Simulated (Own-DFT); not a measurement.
# Computed records: SiGe (layered order of Si and Ge on the diamond lattice, atoms displaced)

All values are calculated (Own-DFT development build). A calculation, not a measurement: plane-wave density functional theory by an unreviewed code, no spin, of a simulated periodic cell, stress positive in tension, run twice, with PBE and with PBEsol, both on files made for PBE, so the change isn't that of files made for PBEsol, forces on such cells passed a denser k mesh, this cell's mesh not checked; the far tail of each file's local potential was reset to the Coulomb form; each entry is a single point on an unrelaxed cell, so the pressure reflects the starting lattice, mostly measured values (interpolated for alloys), from which strain is counted, and rises with the displacements; printed positions are rounded, which can move forces by about a meV/angstrom; the program, named Own-DFT, is a retired in-house code; no spin-orbit coupling; stress was not checked against mesh or cutoff.

### SiGe (layered order of Si and Ge on the diamond lattice, atoms displaced)

```xyz
64
Lattice="11.0890 0.0000 0.0000 0.0000 11.0890 0.0000 0.0000 0.0000 11.0890" Properties=species:S:1:pos:R:3 SiGe
Ge     0.0716     0.0070    11.0888
Ge    11.0616     2.8264     2.7037
Ge     2.8204    11.0413     2.7078
Ge     2.7873     2.8416     0.0334
Ge     1.3506     1.3515     1.5142
Ge     1.4187     4.0834     4.0776
Ge     4.1297     1.3721     4.2457
Ge     4.1644     4.1648     1.3909
Si     0.0359    11.0599     5.6192
Si    11.0178     2.7818     8.2904
Si     2.6544    11.0686     8.2463
Si     2.7528     2.8898     5.6073
Si     1.4182     1.3939     6.8107
Si     1.4373     4.1933     9.8615
Si     4.2483     1.3777     9.7224
Si     4.1678     4.1498     6.8943
Ge     0.0494     5.4446    11.0846
Ge     0.0020     8.2817     2.8456
Ge     2.6977     5.6492     2.8538
Ge     2.7055     8.2964     0.0184
Ge     1.3919     6.8990     1.4536
Ge     1.3432     9.7048     4.0440
Ge     4.1789     7.0110     4.2025
Ge     4.1426     9.7102     1.3594
Si    11.0569     5.6386     5.4789
Si     0.0477     8.3066     8.3850
Si     2.8625     5.6409     8.3441
Si     2.9225     8.2192     5.3749
Si     1.4792     6.9383     6.9025
Si     1.4269     9.7587     9.7660
Si     4.1582     7.0367     9.7119
Si     4.0840     9.7059     6.9610
Ge     5.6285     0.0589    10.9758
Ge     5.5565     2.8219     2.7549
Ge     8.3358    11.0794     2.8625
Ge     8.4300     2.8304     0.0070
Ge     6.9438     1.4523     1.3309
Ge     6.9205     4.1479     4.1317
Ge     9.6587     1.2845     4.1446
Ge     9.7266     4.2109     1.4296
Si     5.4658    11.0390     5.5674
Si     5.5093     2.8223     8.2341
Si     8.3759    11.0517     8.2278
Si     8.3970     2.8036     5.4334
Si     6.9610     1.3852     6.9988
Si     6.9608     4.1689     9.6064
Si     9.6997     1.5005     9.7653
Si     9.5853     4.2157     6.8859
Ge     5.5281     5.5130     0.0523
Ge     5.4487     8.2427     2.7012
Ge     8.3714     5.6675     2.8046
Ge     8.3547     8.3041     0.0925
Ge     6.9810     7.0179     1.3869
Ge     6.8008     9.7209     4.1045
Ge     9.5671     6.9401     4.2289
Ge     9.7130     9.7718     1.4510
Si     5.5650     5.5616     5.4766
Si     5.5664     8.3579     8.3642
Si     8.3194     5.6107     8.3790
Si     8.3895     8.3108     5.4743
Si     6.9420     6.8540     6.9929
Si     6.8982     9.7040     9.7193
Si     9.7164     6.9668     9.8129
Si     9.6833     9.7856     6.9868
```

Here we set functional PBE, then PBEsol, potential files PseudoDojo norm-conserving, scalar-relativistic, standard set, wave cutoff 42 hartree, occupations Fermi-Dirac, smearing width 0.1 eV and k mesh 3 x 3 x 3 centred on Gamma.

It finds PBE pressure 3.7 GPa; PBE stress xx -3.79 GPa; PBE stress yy -3.77 GPa; PBE stress zz -3.55 GPa; PBE stress yz -0.97 GPa; PBE stress xz 0.19 GPa; PBE stress xy 0.85 GPa; PBEsol pressure 1.39 GPa; PBEsol stress xx -1.47 GPa; PBEsol stress yy -1.45 GPa; PBEsol stress zz -1.25 GPa; PBEsol stress yz -0.94 GPa; PBEsol stress xz 0.2 GPa; PBEsol stress xy 0.84 GPa; rms change of force components from PBE to PBEsol 0.051 eV/Å.

Force:
```csv
force element,PBE force x (eV/Å),PBE force y (eV/Å),PBE force z (eV/Å),PBEsol force x (eV/Å),PBEsol force y (eV/Å),PBEsol force z (eV/Å)
Ge,-0.992,0.666,-0.189,-0.967,0.658,-0.091
Ge,-0.305,-1.324,1.233,-0.276,-1.284,1.18
Ge,-0.221,0.842,1.264,-0.234,0.815,1.218
Ge,0.114,-1.873,-0.021,0.135,-1.808,0.064
Ge,0.717,0.578,-1.431,0.686,0.556,-1.389
Ge,-0.817,1.042,1.388,-0.808,1.033,1.265
Ge,-0.032,0.57,-0.274,-0.035,0.551,-0.336
Ge,-0.678,0.794,1.036,-0.649,0.763,0.998
Si,-0.224,-0.025,-0.703,-0.225,-0.037,-0.787
Si,0.827,0.534,-0.091,0.825,0.531,-0.096
Si,1.098,0.636,0.693,1.077,0.638,0.689
Si,0.129,-1.065,-0.455,0.117,-1.041,-0.551
Si,-0.68,0.604,1.243,-0.667,0.605,1.214
Si,0.286,-0.465,-3.336,0.279,-0.461,-3.188
Si,-1.674,0.874,-1.586,-1.639,0.841,-1.474
Si,0.065,1.352,0.279,0.067,1.352,0.269
Ge,-0.694,1.706,0.417,-0.693,1.663,0.503
Ge,-1.206,-0.41,-0.835,-1.156,-0.378,-0.82
Ge,1.714,-1.189,-0.104,1.651,-1.156,-0.118
Ge,0.413,0.283,-0.326,0.405,0.277,-0.235
Ge,-1.095,0.479,-0.927,-1.054,0.465,-0.878
Ge,1.108,0.092,1.951,1.076,0.069,1.813
Ge,1.709,-2.87,-1.411,1.686,-2.809,-1.492
Ge,0.738,-0.065,-1.254,0.695,-0.079,-1.19
Si,0.607,-1.208,1.157,0.588,-1.179,1.051
Si,-0.106,0.451,-0.356,-0.099,0.442,-0.352
Si,-0.563,-0.935,0.04,-0.553,-0.932,0.047
Si,-3.258,3.223,3.448,-3.186,3.159,3.294
Si,-0.431,0.169,-0.295,-0.421,0.176,-0.301
Si,-0.435,-0.698,-1.162,-0.432,-0.692,-1.035
Si,0.532,-0.641,0.055,0.516,-0.621,0.157
Si,0.349,-0.722,-0.419,0.331,-0.724,-0.408
Ge,-0.408,-0.561,1.119,-0.385,-0.535,1.17
Ge,-0.54,-1.016,0.232,-0.516,-0.97,0.21
Ge,-1.767,-0.194,-1.531,-1.694,-0.187,-1.49
Ge,-1.595,0.534,-0.328,-1.557,0.53,-0.232
Ge,0.615,-0.335,0.619,0.592,-0.317,0.604
Ge,0.728,0.591,0.258,0.7,0.57,0.173
Ge,1.904,1.428,1.248,1.83,1.368,1.133
Ge,-0.547,0.637,-0.195,-0.514,0.607,-0.195
Si,0.701,0.548,1.172,0.698,0.547,1.059
Si,0.683,-0.733,0.763,0.669,-0.724,0.756
Si,-1.252,1.343,2.298,-1.241,1.338,2.294
Si,-1.098,-0.505,1.414,-1.086,-0.515,1.291
Si,-0.195,0.161,-1.435,-0.191,0.164,-1.42
Si,-0.414,-0.027,0.6,-0.413,-0.04,0.675
Si,0.807,-1.81,-1.483,0.773,-1.78,-1.359
Si,1.203,0.26,0.222,1.173,0.266,0.218
Ge,0.818,0.778,-1.434,0.787,0.749,-1.322
Ge,0.807,0.999,0.029,0.789,0.978,0.03
Ge,-1.374,-1.48,-0.766,-1.327,-1.425,-0.741
Ge,0.094,1.527,-1.291,0.073,1.481,-1.166
Ge,-0.927,-1.484,0.152,-0.895,-1.434,0.16
Ge,0.475,-0.791,0.832,0.474,-0.775,0.737
Ge,2.506,0.144,-0.182,2.44,0.111,-0.286
Ge,0.566,-0.591,-0.275,0.543,-0.582,-0.252
Si,0.034,-0.276,1.208,0.033,-0.269,1.091
Si,-0.313,-0.17,-0.731,-0.304,-0.166,-0.734
Si,0.397,-0.278,-0.121,0.415,-0.265,-0.1
Si,-2.264,1.682,2.315,-2.219,1.642,2.189
Si,-0.137,1.207,-0.728,-0.142,1.191,-0.729
Si,1.622,-0.404,-0.955,1.599,-0.378,-0.844
Si,0.532,-0.562,-1.059,0.517,-0.55,-0.942
Si,1.345,-2.025,-0.997,1.337,-2.021,-0.998
```
